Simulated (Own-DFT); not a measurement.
SiC (4H silicon carbide, atoms displaced), GaAs (zincblende with one plane slipped along a stacking-fault path, atoms displaced) (calculated)

A calculation, not a measurement: plane-wave PBE density functional theory by an unreviewed code, no spin, of a simulated periodic cell, stress positive in tension, free energy of the whole cell less one offset for each atom, forces on such cells passed a denser k mesh, this cell's mesh not checked; offsets are fitted by least squares, one for each functional and potential file, so energies compare only between cells with the same atoms and settings and are not formation energies; the far tail of each file's local potential was reset to the Coulomb form; each entry is a single point on an unrelaxed cell, so the pressure reflects the starting lattice, mostly measured values (interpolated for alloys), from which strain is counted, and rises with the displacements; printed positions are rounded, which can move forces by about a meV/angstrom; the program, named Own-DFT, is a retired in-house code; no spin-orbit coupling. Program: Own-DFT development build.

Common to all runs: functional PBE; potential files PseudoDojo norm-conserving, scalar-relativistic, standard set; wave cutoff 42 hartree; occupations Fermi-Dirac; smearing width 0.1 eV.

(1) 
```xyz
72
Lattice="9.2481 0.0000 0.0000 -4.6241 8.0091 0.0000 0.0000 0.0000 10.0681" Properties=species:S:1:pos:R:3:force_x:R:1:force_y:R:1:force_z:R:1 formula=SiC hardware=one_NVIDIA_H100 k_mesh=4_x_4_x_3_centred_on_Gamma free_energy_of_cell_above_offsets=-5.045 pressure=5.67 stress_xx=-3.39 stress_yy=-6.38 stress_zz=-7.25 stress_yz=-0.17 stress_xz=-0.04 stress_xy=0.12 wall_time=365
Si     9.1891     0.0995     4.0573      1.513     -3.125       0.75
Si    -0.0017     1.7739     1.5839      0.412      0.507     -1.688
C     -0.0201     0.0652     0.9340      0.296      -1.59      0.699
C      0.1301     1.7121     3.3758     -1.503      2.537      2.037
Si     7.7041     2.6117     4.0640      0.791      0.972     -0.407
Si    -1.5507     4.3685     1.6880       0.31      1.885     -5.078
C      7.6707     2.6672     0.9312      1.368       0.01      0.177
C     -1.5188     4.5189     3.3684     -1.536     -1.894      5.609
Si     6.0637     5.3346     4.1300      1.745     -0.596      -0.77
Si    -3.0812     7.0941     1.6526     -0.314      1.394     -1.298
C     -3.0602     5.3897     0.9885      0.545     -1.314      0.145
C     -3.0363     7.0257     3.5043     -1.135      2.473       0.45
Si     3.1085     0.0192     4.1711      0.264      -0.47     -3.375
Si     3.0076     1.7809     1.5951       3.37     -0.087      0.453
C      2.9930     0.0559     0.8956      1.685     -1.434      2.349
C      3.1373     1.8486     3.5002     -0.077     -1.535      0.056
Si     1.6442     2.7250     4.1051     -1.358     -1.447     -0.705
Si     1.5849     4.5229     1.5807     -0.658     -1.389     -0.654
C      1.5929     2.6027     0.9903     -2.687      3.075     -1.541
C      1.4967     4.3932     3.4239      0.567      1.991      1.498
Si    -0.0588     5.3077     4.1575      1.317      0.672     -2.362
Si     0.0205     7.0444     1.4483     -0.537      4.305      2.805
C      0.0033     5.4130     0.9564     -0.723     -4.648      -0.61
C      0.0434     7.0809     3.5020     -1.198      0.286     -0.858
Si     1.5364     7.9781     4.0626      -0.41      0.509      0.594
Si     6.2550     1.7734     1.6557     -2.397     -0.624     -4.464
C      1.6136     7.9543     0.8879     -1.779      1.681      1.322
C      6.0914     1.7939     3.3684      1.826     -0.523       4.38
Si     4.6760     2.7475     4.0996      -1.16     -2.794      0.659
Si     4.7093     4.4713     1.6594     -1.833     -0.268     -2.506
C      4.6451     2.7066     0.9631     -0.086     -0.851      0.094
C      4.5554     4.3749     3.4844      1.653       2.85      -0.22
Si     3.1172     5.3250     4.0837     -1.862      0.085       1.03
Si     3.0793     7.1452     1.5645       0.96      0.201     -0.115
C      3.0675     5.4336     0.9672      1.467     -2.111     -0.116
C      3.0587     7.0990     3.4648      0.816      0.649      0.153
Si     4.5863     7.9883     9.1199      1.498     -0.406      0.804
Si     4.6628     6.3937     6.5069     -1.236     -3.567      3.495
C      0.0539     0.0624     6.0522     -0.866      1.187     -2.933
C      4.6063     6.2119     8.5593      1.147      0.294     -1.376
Si    -3.0243     5.3595     9.1774     -1.974     -0.261     -0.279
Si     6.0867     3.6796     6.5884      1.397      -2.07      1.298
C      6.1004     5.3832     5.9906      1.548      0.677     -0.459
C      6.1708     3.5602     8.5033     -0.714      0.283     -0.417
Si     7.6237     2.5836     9.0706        1.7      1.826      0.723
Si     7.7549     0.8956     6.5917     -1.296      0.506      1.035
C     -1.4763     2.6973     5.9594     -1.873     -0.307     -0.504
C      7.7441     0.8583     8.5188     -1.405      0.146     -1.262
Si     6.1379     0.0237     9.1274      1.981     -2.163     -0.459
Si     1.3981     6.2253     6.5558       3.97      0.594      2.258
C      6.1444     0.0233     6.0059      0.387      0.147     -1.165
C      1.5456     6.1890     8.5354     -1.426      0.559     -0.919
Si     3.1003     5.3061     9.1146     -0.705      0.242      0.153
Si     3.0262     3.5986     6.6084      0.643     -0.232      0.135
C      3.2074     5.3319     6.0429     -2.688      1.455      -2.07
C      2.9968     3.5352     8.4388      1.427     -0.301      1.585
Si     4.6358     2.5954     9.1236     -0.756      2.216      0.559
Si     4.5977     0.9422     6.5394       0.76      0.043      1.604
C      4.5919     2.7574     6.0065      0.348     -1.103     -0.854
C      4.6735     0.8583     8.5493     -1.565       0.64     -1.806
Si     3.1080     0.0565     9.1812     -0.961     -0.471     -1.447
Si    -1.5707     6.2115     6.6895      0.395      0.311     -1.996
C      3.0696     0.0332     5.9381      1.173     -1.378      2.036
C     -1.5766     6.2769     8.4895      0.715     -0.125       1.35
Si    -0.1000     5.2881     9.1733      1.904      1.712     -0.804
Si     0.0694     3.5089     6.5347     -1.522      1.254      1.975
C      0.0080     5.3082     5.9609     -2.024     -0.512      0.554
C     -0.0427     3.6206     8.4826     -0.429     -2.356     -0.225
Si     1.4830     2.6915     9.1208      0.331     -0.653      0.484
Si     1.6070     0.8453     6.5656     -0.894      1.953      2.414
C      1.5210     2.6444     5.9590      1.576     -0.098     -0.303
C      1.5467     0.8676     8.5519     -0.219      0.572     -1.673
```

Units: free_energy_of_cell_above_offsets in eV; pressure, stress_xx, stress_yy, stress_zz, stress_yz, stress_xz, stress_xy in GPa; wall_time in s; force_x, force_y, force_z in eV/Å.

(2) 
```xyz
48
Lattice="5.6533 -5.6533 0.0000 0.0000 5.6533 -5.6533 12.2488 12.2488 9.4222" Properties=species:S:1:pos:R:3:force_x:R:1:force_y:R:1:force_z:R:1 formula=GaAs hardware=one_NVIDIA_H100 k_mesh=4_x_4_x_2_centred_on_Gamma free_energy_of_cell_above_offsets=-19.227 pressure=3.57 stress_xx=-3.71 stress_yy=-3.5 stress_zz=-3.51 stress_yz=-0.17 stress_xz=-0.18 stress_xy=-0.19 wall_time=765.6
Ga    12.2563    12.2150     9.3719      0.094      0.285      0.603
As     7.1163     1.4176    -4.2162     -0.542     -0.224     -0.271
Ga     2.8443     2.8002    -0.0224      -0.24      0.511      0.211
As     4.2670     4.2276     1.4081     -0.539      0.327     -0.199
Ga     5.6451     2.8454     2.8136     -0.322     -0.555     -0.043
As     7.0393     4.2045     4.1763      0.069      0.783      0.685
Ga     6.5622     6.6372     3.7694      0.421     -0.364     -0.015
As     8.0640     8.0394     5.1587     -0.792     -0.548      0.452
Ga     9.4351     9.3743     3.7904      0.177      0.692     -0.513
As    10.8282    10.7904     5.2061      0.237      0.563     -0.425
Ga    12.2077     9.3961     6.6061      0.526     -0.031     -0.064
As    13.6907    10.8197     7.9956     -0.572     -0.232     -0.103
Ga    12.2465    15.0603     6.6055     -0.075      0.184     -0.099
As     7.0200    -1.3782    -1.4159      0.584     -0.747     -0.079
Ga     2.8342     5.6196    -2.8103     -0.035      0.363      0.063
As     4.2315     7.0659    -1.4015     -0.083      0.106       -0.1
Ga     5.6696     5.6637    -0.0193     -0.312     -0.077       0.15
As     7.0563     7.0507     1.4062      0.332      0.128       0.08
Ga     6.5852     9.3976     0.9174      0.032      0.077     -0.141
As     7.9880    10.8195     2.3611      0.233      -0.12     -0.029
Ga     9.3987    12.2425     0.9413      0.324      -0.19      0.033
As    10.8536    13.6448     2.3839     -0.488     -0.035     -0.449
Ga    12.2536    12.3021     3.7554       0.12     -1.036      0.222
As    13.6343    13.6736     5.1721      0.462     -0.202      0.345
Ga    15.0467    15.0918     3.7670      0.248     -0.234      0.191
As     4.2067     4.2434    -4.2322      0.492     -0.466      0.074
Ga     5.6525    -0.0516    -0.0159     -0.411      0.704       0.44
As     7.0598     1.4073     1.4390     -0.502      0.155     -0.676
Ga     8.4014     0.0190     2.8023      0.799     -0.539      0.166
As     9.8908     1.3887     4.2219     -0.441      0.416      0.147
Ga     9.3817     3.8096     3.7940       0.19     -0.623     -0.492
As    10.8403     5.1405     5.1532      -0.09      0.517      0.435
Ga    12.2383     6.5895     3.7646      0.197     -0.112      0.149
As    13.6708     7.9715     5.1925     -0.146      0.206     -0.001
Ga    15.1625     6.6516     6.5966     -0.751     -0.813     -0.174
As    16.4807     8.0074     8.0039      0.323      0.367      0.519
Ga    15.0697    12.1924     6.6158      0.118      0.535     -0.563
As     4.2125     1.4166    -1.4262      0.247     -0.499      0.051
Ga     5.6724     2.7967    -2.7686     -0.262      0.088     -0.717
As     7.0306     4.2452    -1.4250      0.351     -0.072      0.201
Ga     8.4593     2.8414     0.0220     -0.042     -0.141     -0.254
As     9.8838     4.2463     1.3913       0.13     -0.126      0.417
Ga     9.4479     6.5842     0.9514     -0.228      0.176     -0.187
As    10.8576     8.0054     2.3665     -0.101     -0.021     -0.109
Ga    12.2362     9.4107     0.9384       0.26       0.03     -0.103
As    13.6631    10.8201     2.3202      0.199      0.425      0.199
Ga    15.0724     9.3827     3.7535     -0.296      0.253      0.082
As    16.4788    10.8046     5.1732      0.101      0.114     -0.112
```

Units: free_energy_of_cell_above_offsets in eV; pressure, stress_xx, stress_yy, stress_zz, stress_yz, stress_xz, stress_xy in GPa; wall_time in s; force_x, force_y, force_z in eV/Å.

(3) 
```xyz
48
Lattice="5.6533 -5.6533 0.0000 0.0000 5.6533 -5.6533 12.2488 12.2488 9.4222" Properties=species:S:1:pos:R:3:force_x:R:1:force_y:R:1:force_z:R:1 formula=GaAs hardware=one_NVIDIA_H100 k_mesh=4_x_4_x_2_centred_on_Gamma free_energy_of_cell_above_offsets=-19.140 pressure=3.59 stress_xx=-3.68 stress_yy=-3.53 stress_zz=-3.57 stress_yz=0.09 stress_xz=-0.39 stress_xy=-0.26 wall_time=746.1
Ga    12.2486    17.8417     3.7971      0.059      0.331     -0.547
As     7.0474     1.4198    -4.2462      0.038      0.009     -0.062
Ga     2.7801     2.8973     0.0093      0.408     -0.767     -0.088
As     4.1996     4.2448     1.4267      0.526     -0.062     -0.158
Ga     5.6544     2.8331     2.8546      -0.13     -0.158     -0.463
As     7.0458     4.2548     4.2371       0.15     -0.029      0.048
Ga     6.5690     6.5877     3.7372      0.088      0.238      0.474
As     8.0152     8.0187     5.1909     -0.296     -0.081     -0.358
Ga     9.4519     9.3657     3.7399      -0.02      0.384       0.42
As    10.8174    10.8323     5.2319      0.269     -0.246     -0.939
Ga    12.2147     9.4252     6.5821     -0.011     -0.449       0.61
As    13.6953    10.8236     7.9673     -0.251      0.007      0.427
Ga     5.6496    -2.8001    -2.7694      0.126     -0.172     -0.632
As     7.0612    -1.4375    -1.4188      0.023      0.954      0.006
Ga     2.8485     5.6663    -2.8650     -0.541     -0.134      0.191
As     4.2227     7.0508    -1.4574     -0.076      0.434      0.549
Ga     5.6240     5.6770    -0.0140      0.077     -0.323      0.037
As     7.0779     7.0244     1.4392     -0.154      0.506     -0.525
Ga     6.5793     9.4442     0.9291      0.606     -0.368      0.297
As     8.0321    10.8255     2.3920     -0.321     -0.034     -0.198
Ga     9.3683    12.2813     0.9591      0.287     -0.381     -0.009
As    10.8004    13.5802     2.4003      0.255      0.849     -0.015
Ga    12.2833    12.2325     3.7906     -0.171      -0.34     -0.133
As    13.6494    13.6814     5.1688     -0.165     -0.023      0.429
Ga     2.8124     2.8257    -5.6008       0.18      0.058     -0.655
As     4.2365     4.2167    -4.2013     -0.019      0.372     -0.539
Ga     5.6371     0.0140     0.0279     -0.175     -0.217     -0.542
As     7.0454     1.4170     1.3697      0.241      0.154      0.551
Ga     8.4639    -0.0328     2.8165     -0.231      0.454      0.153
As     9.8916     1.4604     4.2035       -0.3     -0.665      0.554
Ga     9.4002     3.7691     3.7462      0.113      0.292      0.457
As    10.8312     5.2073     5.1936     -0.411     -0.036     -0.064
Ga    12.2179     6.5967     3.7623      0.265     -0.018      0.058
As    13.6255     8.0047     5.1900      0.067      0.012     -0.107
Ga    15.1300     6.6197     6.5449     -0.577      0.248      0.566
As    16.5061     8.0516     7.9777     -0.229     -0.602      0.801
Ga     2.8203     0.0600    -2.8042      0.014     -0.242     -0.359
As     4.2640     1.4530    -1.4816     -0.698     -0.378      1.424
Ga     5.5860     2.8115    -2.8252      1.078      0.237     -0.242
As     7.0555     4.2059    -1.4107     -0.346      0.358     -0.141
Ga     8.4687     2.8860     0.0206      0.176      -0.62     -0.283
As     9.9238     4.2134     1.4374     -0.255      0.248     -0.199
Ga     9.4222     6.5639     1.0006      0.072      0.109     -0.723
As    10.8456     8.0069     2.3297      0.345      0.098     -0.123
Ga    12.2714     9.4686     0.9163     -0.159     -0.233      0.066
As    13.6963    10.8063     2.3369     -0.073      0.723     -0.056
Ga    15.0278     9.4517     3.7899      0.539     -0.478      0.152
As    16.4970    10.8389     5.2259     -0.395     -0.022     -0.108
```

Units: free_energy_of_cell_above_offsets in eV; pressure, stress_xx, stress_yy, stress_zz, stress_yz, stress_xz, stress_xy in GPa; wall_time in s; force_x, force_y, force_z in eV/Å.

(4) 
```xyz
48
Lattice="5.6533 -5.6533 0.0000 0.0000 5.6533 -5.6533 12.2488 12.2488 9.4222" Properties=species:S:1:pos:R:3:force_x:R:1:force_y:R:1:force_z:R:1 formula=GaAs k_mesh=4_x_4_x_2_centred_on_Gamma free_energy_of_cell_above_offsets=-19.173 pressure=3.58 stress_xx=-3.84 stress_yy=-3.37 stress_zz=-3.52 stress_yz=-0.01 stress_xz=0.07 stress_xy=0.15
Ga     5.6210     0.0496    -5.6391      0.502     -0.587      0.163
As     7.0453     1.4595    -4.1653      0.376     -0.408     -1.032
Ga     2.8634     2.8595     0.0565     -0.253      -0.64     -0.493
As     4.2313     4.2541     1.4185      0.303     -0.298      0.455
Ga     5.6747     2.8138     2.8281     -0.365     -0.129       0.07
As     7.0671     4.2471     4.2179     -0.257     -0.048      0.132
Ga     6.5949     6.5798     3.7719     -0.091      0.397       0.13
As     8.0488     7.9934     5.1846     -0.647     -0.029      0.019
Ga     9.3907     9.3936     3.7873      0.262      0.479     -0.507
As    10.8178    10.8277     5.2021      0.167      0.042     -0.279
Ga    12.2189     9.4111     6.6369     -0.045     -0.033     -0.524
As    13.6334    10.7901     7.9746      0.236      0.965      0.418
Ga    17.8526     9.4353     6.5899      0.546     -0.293      0.456
As     7.1208    -1.4388    -1.4111     -0.546      0.161       0.04
Ga     2.8017     5.6855    -2.8402        0.4     -0.457      0.121
As     4.1985     7.0757    -1.3767      0.189      0.058     -0.421
Ga     5.5850     5.6228     0.0022      0.502      0.491      -0.02
As     7.0798     7.0569     1.4296     -1.034      0.209     -0.211
Ga     6.5283     9.4373     0.8991      0.955     -0.291      0.212
As     7.9356    10.8707     2.3588      0.411     -0.556      0.019
Ga     9.3792    12.2046     0.9228      0.428      0.215      0.486
As    10.8125    13.6936     2.3503      -0.32     -0.618      0.192
Ga    12.2537    12.2351     3.7386     -0.276      0.231      0.265
As    13.6609    13.6874     5.1731     -0.261     -0.254      0.067
Ga    15.0536     9.4246     9.4031      0.009      0.227      0.252
As     4.2642     4.1867    -4.2144     -0.436      0.453     -0.181
Ga     5.6358    -0.0126     0.0143      0.173     -0.411     -0.215
As     7.0494     1.3681     1.4336      0.031      0.287     -0.213
Ga     8.5061     0.0062     2.8174       -0.2      0.061      0.223
As     9.8632     1.4380     4.2530      0.339     -0.208     -0.181
Ga     9.3732     3.7594     3.7662      0.651       0.32      0.055
As    10.8496     5.2165     5.1731     -0.268     -0.338     -0.121
Ga    12.2547     6.6353     3.7847     -0.167      0.215     -0.086
As    13.6756     8.0147     5.2175     -0.296      0.078     -0.012
Ga    15.1045     6.6275     6.6049     -0.141     -0.333     -0.019
As    16.4608     8.0008     8.0526        0.2      0.323     -0.385
Ga    15.0932    12.2460     6.5510     -0.506      0.019      0.373
As     4.2534     1.3797    -1.4299     -0.252      0.264      0.438
Ga     5.6741     2.8037    -2.8106     -0.283      0.468      0.586
As     7.0570     4.2903    -1.4093     -0.065     -0.342     -0.079
Ga     8.4288     2.8230    -0.0019      0.158      0.296      0.392
As     9.9513     4.2405     1.4404     -1.414      0.248     -0.313
Ga     9.3371     6.6355     0.9181      0.892     -0.553      0.227
As    10.8221     8.0084     2.3198      0.054      0.269      0.153
Ga    12.2585     9.4435     0.9062     -0.056     -0.183      0.142
As    13.6464    10.8614     2.3257      0.358     -0.304      0.177
Ga    15.0545     9.4163     3.8066     -0.099      0.207     -0.426
As    16.4732    10.8138     5.2113      0.133       0.33     -0.547
```

Units: free_energy_of_cell_above_offsets in eV; pressure, stress_xx, stress_yy, stress_zz, stress_yz, stress_xz, stress_xy in GPa; force_x, force_y, force_z in eV/Å.

(5) 
```xyz
48
Lattice="5.6533 -5.6533 0.0000 0.0000 5.6533 -5.6533 12.2488 12.2488 9.4222" Properties=species:S:1:pos:R:3:force_x:R:1:force_y:R:1:force_z:R:1 formula=GaAs k_mesh=4_x_4_x_2_centred_on_Gamma free_energy_of_cell_above_offsets=-19.153 pressure=3.59 stress_xx=-3.59 stress_yy=-3.52 stress_zz=-3.66 stress_yz=0.32 stress_xz=-0.09 stress_xy=-0.05
Ga    17.8495     6.6158     9.4085      0.274     -0.013     -0.487
As     7.0197     1.3455    -4.2536      0.419      0.703     -0.032
Ga     2.8460     2.8006    -0.0015     -0.563     -0.123     -0.071
As     4.2344     4.1950     1.4061      0.173     -0.015     -0.079
Ga     5.6639     2.8479     2.8598      0.038     -0.277     -0.146
As     7.0362     4.2755     4.2651       0.52     -0.137     -0.483
Ga     6.5695     6.6015     3.7821      0.346      0.186      0.151
As     8.0296     7.9702     5.2146     -0.445      0.419      0.039
Ga     9.3686     9.4421     3.7703      0.427     -0.242      0.649
As    10.8666    10.8418     5.1705     -0.743     -0.111      0.278
Ga    12.2092     9.4379     6.6108      0.085     -0.511      0.003
As    13.6318    10.8425     7.9965     -0.047      0.327     -0.075
Ga     5.6312    -2.8318    -2.7662     -0.005      0.035     -0.995
As     7.0388    -1.4312    -1.4434       0.22      0.212      0.855
Ga     2.7986     5.6455    -2.8244     -0.066       0.15       0.19
As     4.2654     7.0386    -1.4084     -0.453      0.199     -0.409
Ga     5.6002     5.6295    -0.0239      0.755     -0.109      0.409
As     7.0563     7.0707     1.4642      -0.39      0.112     -0.677
Ga     6.5808     9.4691     0.8952      0.093     -0.373       0.84
As     8.0159    10.8373     2.4115     -0.301      0.008     -0.841
Ga     9.4190    12.2460     0.9796      0.189     -0.096     -0.008
As    10.7640    13.6712     2.4247      0.828     -0.258     -0.651
Ga    12.2271    12.2296     3.7876      0.357      0.363     -0.242
As    13.6810    13.6778     5.1589     -0.686      0.164      0.105
Ga    15.0294     9.4607     9.3999      0.384     -0.043      0.166
As     4.2050     4.2393    -4.1742      0.129     -0.243     -0.576
Ga     5.5770    -0.0109     0.0037      0.438     -0.124      0.139
As     7.0540     1.4130     1.4207     -0.024      0.045     -0.365
Ga     8.4768    -0.0555     2.7626       0.18      0.644      0.362
As     9.9286     1.4333     4.2423      -0.86     -0.344       0.17
Ga     9.4253     3.7681     3.7421      0.002      0.239      0.362
As    10.8691     5.2513     5.1667     -0.424     -0.555      0.167
Ga    12.2781     6.6049     3.7527     -0.124      0.389      0.125
As    13.6844     8.0146     5.1626     -0.563       0.12      0.441
Ga    15.0676     6.6366     6.6016      -0.06     -0.601     -0.365
As    16.4477     8.0126     7.9797      0.054      0.297      0.514
Ga    15.0266    12.2945     6.5823      0.349     -0.501     -0.149
As     4.2229     1.3937    -1.4283      0.068      0.226     -0.019
Ga     5.6676     2.8198    -2.8290     -0.032     -0.185      0.026
As     7.1006     4.2278    -1.4396     -0.465      0.151      0.067
Ga     8.4867     2.8268    -0.0606     -0.032     -0.294      0.515
As     9.8814     4.2336     1.4038     -0.048      0.112     -0.155
Ga     9.3901     6.6033     0.9991      0.093     -0.122     -0.524
As    10.7835     8.0167     2.3919        0.2     -0.091      0.141
Ga    12.1621     9.3896     0.9666      0.543       0.24     -0.341
As    13.6383    10.8484     2.3339     -0.063     -0.173     -0.014
Ga    15.0400     9.3934     3.7533      0.058      1.066      0.367
As    16.5254    10.8994     5.1448     -0.826     -0.866      0.622
```

Units: free_energy_of_cell_above_offsets in eV; pressure, stress_xx, stress_yy, stress_zz, stress_yz, stress_xz, stress_xy in GPa; force_x, force_y, force_z in eV/Å.
